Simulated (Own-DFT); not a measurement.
Simulation results for GaP (zincblende, atoms displaced)

A calculation, not a measurement: plane-wave PBE density functional theory by an unreviewed code, no spin, of a simulated periodic cell, stress positive in tension, free energy of the whole cell less one offset for each atom, forces on such cells passed a denser k mesh, this cell's mesh not checked; offsets are fitted by least squares, one for each functional and potential file, so energies compare only between cells with the same atoms and settings and are not formation energies; the far tail of each file's local potential was reset to the Coulomb form; each entry is a single point on an unrelaxed cell, so the pressure reflects the starting lattice, mostly measured values (interpolated for alloys), from which strain is counted, and rises with the displacements; printed positions are rounded, which can move forces by about a meV/angstrom; the program, named Own-DFT, is a retired in-house code; no spin-orbit coupling. Program: Own-DFT development build.

Common to all runs: functional PBE; potential files PseudoDojo norm-conserving, scalar-relativistic, standard set; wave cutoff 42 hartree; occupations Fermi-Dirac; smearing width 0.1 eV; k mesh 2 x 3 x 3 centred on Gamma.

```yaml
- entry: 1
  formula: GaP
  kind: "zincblende, atoms displaced"
  structure:
    cell_angstrom: [[16.3515, 0.0, 0.0], [0.0, 10.901, 0.0], [0.0, 0.0, 10.901]]
    atoms_fractional:
      - [Ga, 0.99842, 0.99692, 0.9971]
      - [Ga, 0.00034, 0.25255, 0.24771]
      - [Ga, 0.16376, 0.0007, 0.26013]
      - [Ga, 0.17158, 0.25143, 0.00322]
      - [P, 0.07708, 0.12345, 0.12897]
      - [P, 0.08637, 0.38581, 0.37608]
      - [P, 0.25024, 0.12014, 0.36873]
      - [P, 0.24869, 0.37273, 0.12862]
      - [Ga, 0.00243, 0.00634, 0.50092]
      - [Ga, 0.00255, 0.25212, 0.74498]
      - [Ga, 0.16761, 0.99619, 0.74935]
      - [Ga, 0.17263, 0.24611, 0.49519]
      - [P, 0.08202, 0.12219, 0.62596]
      - [P, 0.08479, 0.38152, 0.86973]
      - [P, 0.24719, 0.11966, 0.87156]
      - [P, 0.24622, 0.37341, 0.62997]
      - [Ga, 0.99889, 0.51081, 0.99958]
      - [Ga, 0.00223, 0.75029, 0.24757]
      - [Ga, 0.1705, 0.50072, 0.25084]
      - [Ga, 0.16356, 0.74554, 0.0048]
      - [P, 0.08233, 0.62388, 0.11468]
      - [P, 0.08347, 0.87908, 0.37821]
      - [P, 0.2511, 0.62546, 0.37586]
      - [P, 0.24575, 0.88302, 0.12033]
      - [Ga, 0.99852, 0.49484, 0.49819]
      - [Ga, 0.9977, 0.7534, 0.75037]
      - [Ga, 0.16463, 0.50361, 0.75261]
      - [Ga, 0.1709, 0.75142, 0.5021]
      - [P, 0.08276, 0.62534, 0.61893]
      - [P, 0.08848, 0.87969, 0.87737]
      - [P, 0.25258, 0.62272, 0.86543]
      - [P, 0.24921, 0.87049, 0.62789]
      - [Ga, 0.33426, 0.99887, 0.99994]
      - [Ga, 0.33675, 0.25185, 0.24221]
      - [Ga, 0.49803, 0.99972, 0.24939]
      - [Ga, 0.49827, 0.24995, 0.99873]
      - [P, 0.42054, 0.12591, 0.12287]
      - [P, 0.41909, 0.37908, 0.3776]
      - [P, 0.58345, 0.12212, 0.37597]
      - [P, 0.58407, 0.37808, 0.12992]
      - [Ga, 0.33271, 0.00397, 0.50605]
      - [Ga, 0.33063, 0.25468, 0.74916]
      - [Ga, 0.50074, 0.00153, 0.74634]
      - [Ga, 0.50087, 0.25559, 0.49584]
      - [P, 0.42104, 0.11954, 0.62034]
      - [P, 0.41708, 0.37144, 0.87769]
      - [P, 0.58136, 0.12057, 0.87444]
      - [P, 0.57564, 0.36715, 0.62827]
      - [Ga, 0.33815, 0.49452, 0.00342]
      - [Ga, 0.33246, 0.74803, 0.25232]
      - [Ga, 0.49934, 0.50184, 0.24639]
      - [Ga, 0.50178, 0.75491, 0.99563]
      - [P, 0.41906, 0.62454, 0.12871]
      - [P, 0.41809, 0.86295, 0.37354]
      - [P, 0.58231, 0.63322, 0.36539]
      - [P, 0.58538, 0.86899, 0.12445]
      - [Ga, 0.3356, 0.49954, 0.51186]
      - [Ga, 0.3307, 0.75076, 0.74235]
      - [Ga, 0.49835, 0.50459, 0.75659]
      - [Ga, 0.49609, 0.74593, 0.4944]
      - [P, 0.41623, 0.6254, 0.62623]
      - [P, 0.41545, 0.87551, 0.87774]
      - [P, 0.58356, 0.62292, 0.87017]
      - [P, 0.58655, 0.87865, 0.62726]
      - [Ga, 0.66841, 0.00246, 0.99209]
      - [Ga, 0.6652, 0.25022, 0.24922]
      - [Ga, 0.83403, 0.00162, 0.24444]
      - [Ga, 0.83338, 0.2529, 0.99597]
      - [P, 0.75419, 0.12307, 0.12478]
      - [P, 0.75336, 0.37296, 0.37475]
      - [P, 0.92071, 0.12087, 0.3709]
      - [P, 0.91563, 0.38021, 0.1265]
      - [Ga, 0.66672, 0.99792, 0.50147]
      - [Ga, 0.66679, 0.24761, 0.75029]
      - [Ga, 0.83206, 0.99555, 0.75141]
      - [Ga, 0.83365, 0.25217, 0.4932]
      - [P, 0.74758, 0.13125, 0.62633]
      - [P, 0.75481, 0.37205, 0.86987]
      - [P, 0.91295, 0.12238, 0.87099]
      - [P, 0.91426, 0.37526, 0.62315]
      - [Ga, 0.66171, 0.50655, 0.98862]
      - [Ga, 0.66847, 0.75206, 0.25278]
      - [Ga, 0.8346, 0.50115, 0.25246]
      - [Ga, 0.83442, 0.75055, 0.9942]
      - [P, 0.7463, 0.62428, 0.13037]
      - [P, 0.74886, 0.88152, 0.38585]
      - [P, 0.92061, 0.62549, 0.3793]
      - [P, 0.91549, 0.88172, 0.12315]
      - [Ga, 0.65783, 0.4936, 0.49688]
      - [Ga, 0.66999, 0.75579, 0.74937]
      - [Ga, 0.83369, 0.50393, 0.74973]
      - [Ga, 0.83189, 0.74716, 0.5]
      - [P, 0.75743, 0.62616, 0.62654]
      - [P, 0.7452, 0.87005, 0.8771]
      - [P, 0.91664, 0.62138, 0.87003]
      - [P, 0.91552, 0.87851, 0.62681]
  results:
    "free_energy_of_cell_above_offsets [eV]": "-50.423"
    "pressure [GPa]": 3.19
    "stress_xx [GPa]": -3.21
    "stress_yy [GPa]": -3.17
    "stress_zz [GPa]": -3.19
    "stress_yz [GPa]": 0.03
    "stress_xz [GPa]": -0.46
    "stress_xy [GPa]": 0.17
    force_element: [Ga, Ga, Ga, Ga, P, P, P, P, Ga, Ga, Ga, Ga, P, P, P, P, Ga, Ga, Ga, Ga, P, P, P, P, Ga, Ga, Ga, Ga, P, P, P, P, Ga, Ga, Ga, Ga, P, P, P, P, Ga, Ga, Ga, Ga, P, P, P, P, Ga, Ga, Ga, Ga, P, P, P, P, Ga, Ga, Ga, Ga, P, P, P, P, Ga, Ga, Ga, Ga, P, P, P, P, Ga, Ga, Ga, Ga, P, P, P, P, Ga, Ga, Ga, Ga, P, P, P, P, Ga, Ga, Ga, Ga, P, P, P, P]
    "force_x [eV/angstrom]": [0.152, 0.048, -0.249, -1.356, 1.186, -0.073, 1.052, 0.667, -0.619, -0.565, -0.329, -0.864, 1.1, -0.52, 0.848, 0.293, -0.339, -0.212, -0.541, 1.241, 0.406, -0.083, 0.242, 0.307, 0.179, 0.774, -0.016, -0.881, -0.123, -1.02, -0.002, 0.12, -0.231, 0.06, 0.528, 1.058, -0.73, -0.728, -0.091, -0.113, 0.032, 0.457, -0.125, -0.276, -0.656, -0.131, 0.184, 0.904, -0.663, -0.384, 0.29, -0.126, -0.517, -0.848, -0.089, -0.008, -0.693, 0.792, -0.275, 1.204, 0.468, 0.095, -0.286, -0.895, -0.281, 0.579, -0.117, 0.475, -1.043, -1.123, -0.644, 0.305, -0.223, -0.385, -0.687, 0.362, 0.693, -1.261, 0.848, 0.33, 1.304, 0.453, -0.167, -0.243, 0.691, 0.812, -0.511, 0.204, 0.746, -0.373, 0.172, 0.752, -2.051, 1.166, 0.02, 0.164]
    "force_y [eV/angstrom]": [0.659, 0.586, -0.025, -0.605, 0.142, -1.504, 0.711, 0.511, -0.731, 0.002, 0.262, 0.25, 0.526, -0.788, 0.727, 0.329, -1.587, 0.248, 0.498, 0.656, 0.005, -0.962, -0.273, -0.898, 0.37, 0.06, 0.316, -0.288, 0.182, -0.92, 0.092, 1.11, 0.439, -0.188, -0.618, 0.095, -0.343, -0.022, 0.211, -0.236, -0.96, -1.014, -0.633, -1.168, 1.317, 0.197, 0.813, 1.108, 0.654, 0.306, -0.088, -0.664, 0.458, 1.943, -1.127, 1.156, -0.439, -0.114, -0.739, 0.01, 0.244, -0.13, 1.41, -0.895, -0.18, -0.368, -0.259, -0.331, 0.686, 0.461, 0.688, -0.195, 1.098, 0.267, 0.332, -0.865, -0.848, 0.774, 0.47, -0.146, -1.221, 0.616, 0.392, -0.365, 0.0, -0.788, 0.294, -1.39, 0.471, -1.06, -0.782, 0.648, -0.354, 0.632, 0.886, -0.204]
    "force_z [eV/angstrom]": [-0.202, 0.446, -1.404, -0.491, -0.629, -0.26, 0.458, -0.329, 0.07, 0.459, -0.309, 0.216, -0.168, 1.2, 0.384, -0.575, -0.522, 0.04, -0.21, -1.195, 1.978, 0.26, 0.339, 0.962, 0.56, -0.134, -0.805, -0.505, 0.535, -0.045, 1.508, -0.56, -0.025, 0.909, 0.137, 0.286, 0.011, -0.395, -0.206, -1.189, -0.791, 0.066, 0.461, -0.249, 0.321, -0.472, 0.038, 0.548, -0.076, -0.848, 0.551, 0.375, -0.955, 0.005, 1.099, -0.123, -0.831, 1.021, -0.634, 0.926, 0.294, -0.983, -0.377, -0.421, 1.201, 0.12, 1.096, 0.585, -0.56, -0.25, 0.206, -0.539, 0.55, 0.252, -0.227, 0.559, -0.533, 0.22, 0.196, 0.053, 1.326, 0.003, 0.026, 0.843, -0.92, -1.543, -0.729, -0.087, 0.185, -0.71, -0.212, -0.125, -0.273, -0.019, 0.388, -0.624]
- entry: 2
  formula: GaP
  kind: "zincblende, atoms displaced"
  structure:
    cell_angstrom: [[16.3515, 0.0, 0.0], [0.0, 10.901, 0.0], [0.0, 0.0, 10.901]]
    atoms_fractional:
      - [Ga, 0.00089, 0.00128, 0.98981]
      - [Ga, 0.00186, 0.25467, 0.25344]
      - [Ga, 0.17112, 0.00302, 0.25137]
      - [Ga, 0.16523, 0.24621, 0.99615]
      - [P, 0.08717, 0.12137, 0.1227]
      - [P, 0.08095, 0.37394, 0.37063]
      - [P, 0.24864, 0.12694, 0.3774]
      - [P, 0.25404, 0.38644, 0.12541]
      - [Ga, 0.99875, 0.00681, 0.49411]
      - [Ga, 0.9953, 0.24965, 0.74186]
      - [Ga, 0.16652, 0.00688, 0.74427]
      - [Ga, 0.16304, 0.25092, 0.50802]
      - [P, 0.08671, 0.13027, 0.62346]
      - [P, 0.08572, 0.37642, 0.8753]
      - [P, 0.25047, 0.13372, 0.87806]
      - [P, 0.25802, 0.36987, 0.62889]
      - [Ga, 0.0017, 0.50422, 0.99879]
      - [Ga, 0.00349, 0.75253, 0.24589]
      - [Ga, 0.16946, 0.49449, 0.25345]
      - [Ga, 0.16202, 0.75431, 0.00275]
      - [P, 0.07879, 0.62214, 0.12895]
      - [P, 0.0864, 0.87627, 0.38195]
      - [P, 0.25513, 0.62139, 0.37423]
      - [P, 0.25379, 0.87692, 0.12731]
      - [Ga, 0.00371, 0.49372, 0.49757]
      - [Ga, 0.00707, 0.75466, 0.74606]
      - [Ga, 0.16679, 0.5069, 0.75299]
      - [Ga, 0.1672, 0.74641, 0.49517]
      - [P, 0.07846, 0.62633, 0.6243]
      - [P, 0.07947, 0.87113, 0.87102]
      - [P, 0.25196, 0.62179, 0.87862]
      - [P, 0.24677, 0.87875, 0.6279]
      - [Ga, 0.33711, 0.99727, 0.99322]
      - [Ga, 0.32824, 0.25318, 0.25712]
      - [Ga, 0.50033, 0.00476, 0.24667]
      - [Ga, 0.49836, 0.24618, 0.00058]
      - [P, 0.41756, 0.1269, 0.12955]
      - [P, 0.41326, 0.37238, 0.36943]
      - [P, 0.58275, 0.12559, 0.37648]
      - [P, 0.58515, 0.38131, 0.12228]
      - [Ga, 0.3313, 0.0011, 0.49752]
      - [Ga, 0.33516, 0.24589, 0.7558]
      - [Ga, 0.50143, 0.99803, 0.74318]
      - [Ga, 0.49965, 0.25111, 0.49614]
      - [P, 0.41595, 0.12668, 0.62093]
      - [P, 0.41752, 0.38108, 0.87731]
      - [P, 0.57814, 0.13013, 0.88008]
      - [P, 0.58568, 0.37518, 0.62462]
      - [Ga, 0.3323, 0.49996, 0.99782]
      - [Ga, 0.3342, 0.75532, 0.23641]
      - [Ga, 0.49914, 0.50983, 0.24767]
      - [Ga, 0.50092, 0.7544, 0.00499]
      - [P, 0.41382, 0.6343, 0.12659]
      - [P, 0.41629, 0.8756, 0.37705]
      - [P, 0.5859, 0.62304, 0.37586]
      - [P, 0.58274, 0.88029, 0.12915]
      - [Ga, 0.3347, 0.50142, 0.50172]
      - [Ga, 0.33358, 0.74782, 0.75437]
      - [Ga, 0.49769, 0.50148, 0.7611]
      - [Ga, 0.50063, 0.73757, 0.50432]
      - [P, 0.41514, 0.62683, 0.62287]
      - [P, 0.41316, 0.86961, 0.88]
      - [P, 0.58168, 0.61869, 0.87952]
      - [P, 0.58528, 0.88769, 0.62976]
      - [Ga, 0.66859, 0.99752, 0.9941]
      - [Ga, 0.66963, 0.25473, 0.25053]
      - [Ga, 0.83631, 0.00136, 0.24334]
      - [Ga, 0.83085, 0.24988, 0.00112]
      - [P, 0.74873, 0.12292, 0.12482]
      - [P, 0.75008, 0.36983, 0.36741]
      - [P, 0.90913, 0.12288, 0.3732]
      - [P, 0.91749, 0.36821, 0.12607]
      - [Ga, 0.66819, 0.00442, 0.49808]
      - [Ga, 0.66528, 0.244, 0.74812]
      - [Ga, 0.83499, 0.99447, 0.75044]
      - [Ga, 0.83495, 0.24128, 0.4979]
      - [P, 0.74753, 0.12225, 0.63233]
      - [P, 0.7521, 0.38187, 0.87733]
      - [P, 0.92083, 0.12288, 0.87503]
      - [P, 0.91642, 0.37963, 0.63114]
      - [Ga, 0.66602, 0.49852, 0.0066]
      - [Ga, 0.67046, 0.75096, 0.25847]
      - [Ga, 0.8338, 0.50001, 0.25026]
      - [Ga, 0.83079, 0.7481, 0.00475]
      - [P, 0.7503, 0.6252, 0.12426]
      - [P, 0.75081, 0.86125, 0.37479]
      - [P, 0.92014, 0.63059, 0.37239]
      - [P, 0.92133, 0.87695, 0.13482]
      - [Ga, 0.66827, 0.50172, 0.50335]
      - [Ga, 0.66621, 0.74801, 0.74574]
      - [Ga, 0.83334, 0.49852, 0.76208]
      - [Ga, 0.82528, 0.74981, 0.49918]
      - [P, 0.74454, 0.61972, 0.6247]
      - [P, 0.75107, 0.88177, 0.87056]
      - [P, 0.91807, 0.62186, 0.87866]
      - [P, 0.9175, 0.87489, 0.61762]
  results:
    "free_energy_of_cell_above_offsets [eV]": "-49.483"
    "pressure [GPa]": 3.37
    "stress_xx [GPa]": -3.41
    "stress_yy [GPa]": -3.35
    "stress_zz [GPa]": -3.35
    "stress_yz [GPa]": -0.14
    "stress_xz [GPa]": 0.13
    "stress_xy [GPa]": 0.33
    force_element: [Ga, Ga, Ga, Ga, P, P, P, P, Ga, Ga, Ga, Ga, P, P, P, P, Ga, Ga, Ga, Ga, P, P, P, P, Ga, Ga, Ga, Ga, P, P, P, P, Ga, Ga, Ga, Ga, P, P, P, P, Ga, Ga, Ga, Ga, P, P, P, P, Ga, Ga, Ga, Ga, P, P, P, P, Ga, Ga, Ga, Ga, P, P, P, P, Ga, Ga, Ga, Ga, P, P, P, P, Ga, Ga, Ga, Ga, P, P, P, P, Ga, Ga, Ga, Ga, P, P, P, P, Ga, Ga, Ga, Ga, P, P, P, P]
    "force_x [eV/angstrom]": [0.167, -0.676, -0.386, 0.187, -0.645, 1.206, -0.328, -0.851, 0.191, 0.989, 0.113, 1.272, -1.695, -0.623, 0.146, -1.356, -0.255, 0.161, -0.267, 0.593, 1.351, -0.275, -0.583, -1.221, -1.046, -2.067, 0.199, 0.349, 1.369, 1.438, -0.774, 0.597, -0.648, 0.132, -0.156, -0.189, -0.953, 1.066, 0.418, -0.943, 0.159, 0.659, -1.221, -0.021, 0.092, -0.437, 0.874, -0.773, 0.794, 0.008, -0.175, 0.194, 0.825, 0.304, -0.178, 0.87, 0.079, -0.518, 0.412, 0.453, 0.116, 1.358, 0.513, 0.315, -0.771, -1.169, -0.972, 0.472, -0.076, 0.709, 1.714, 0.015, 0.139, -0.202, 0.694, -0.899, 0.999, -1.107, -1.237, -0.596, 0.541, -1.223, 0.55, 0.751, -0.398, 0.055, -0.582, -0.39, -0.396, -0.48, 0.225, 1.665, 1.556, -0.096, -0.038, -0.163]
    "force_y [eV/angstrom]": [-0.469, -1.359, -0.471, 1.174, 0.141, -0.084, 0.297, -1.737, -0.282, 0.089, -0.322, 0.958, -0.653, -0.169, -1.527, 0.819, -1.144, 0.142, 0.857, -0.513, 0.081, 0.289, 0.667, 0.639, 0.794, -0.623, -0.675, -0.163, -0.585, 1.186, 0.984, -0.694, 0.949, -0.278, -0.343, 1.166, 0.193, 0.946, 0.245, -1.014, -0.255, 0.408, 0.8, 0.385, -0.227, -1.231, -1.03, 0.089, 0.511, -0.043, -0.719, -0.294, -1.231, -0.337, 0.04, -0.559, -0.698, 0.224, 0.013, 1.716, -0.549, 0.27, 1.288, -2.02, 0.504, -0.75, -0.597, -0.188, 0.003, 0.96, 0.187, 0.833, -0.495, 0.934, 0.604, 1.228, -0.101, -1.403, 0.615, -0.224, 0.499, -0.658, 0.045, 0.723, -0.076, 3.053, -0.607, 0.096, -1.192, 0.341, 0.728, -1.111, 0.463, -1.638, 1.294, -0.135]
    "force_z [eV/angstrom]": [1.366, -0.81, 0.066, 0.886, 0.316, 0.933, 0.297, -0.097, 0.322, 0.925, 1.021, -1.007, 0.298, -0.378, -0.275, -0.204, 0.245, 1.176, -0.142, 0.186, -0.112, -1.118, -0.314, -1.095, 0.178, -0.246, -0.579, 0.65, -0.457, 0.367, -0.086, -0.309, 0.945, -1.007, 0.873, 0.651, -0.402, 0.583, -0.541, 0.801, 0.308, -0.302, 1.282, 0.259, 0.403, 0.372, -0.87, 0.272, 0.38, 2.196, 0.054, -0.114, -0.975, -0.318, 0.086, -0.264, -0.156, -0.492, -1.591, -0.398, 1.125, -1.118, 0.091, -1.156, 0.518, -0.591, 0.379, -0.163, -0.196, 1.622, -0.321, -0.327, -0.203, 0.768, -0.455, 1.062, -0.762, 0.27, -0.491, -1.235, -0.754, -1.477, -0.072, -0.381, 0.587, -0.054, 0.551, -1.851, -0.986, 0.68, -1.085, 0.802, 0.772, 0.455, -0.453, 0.41]
```
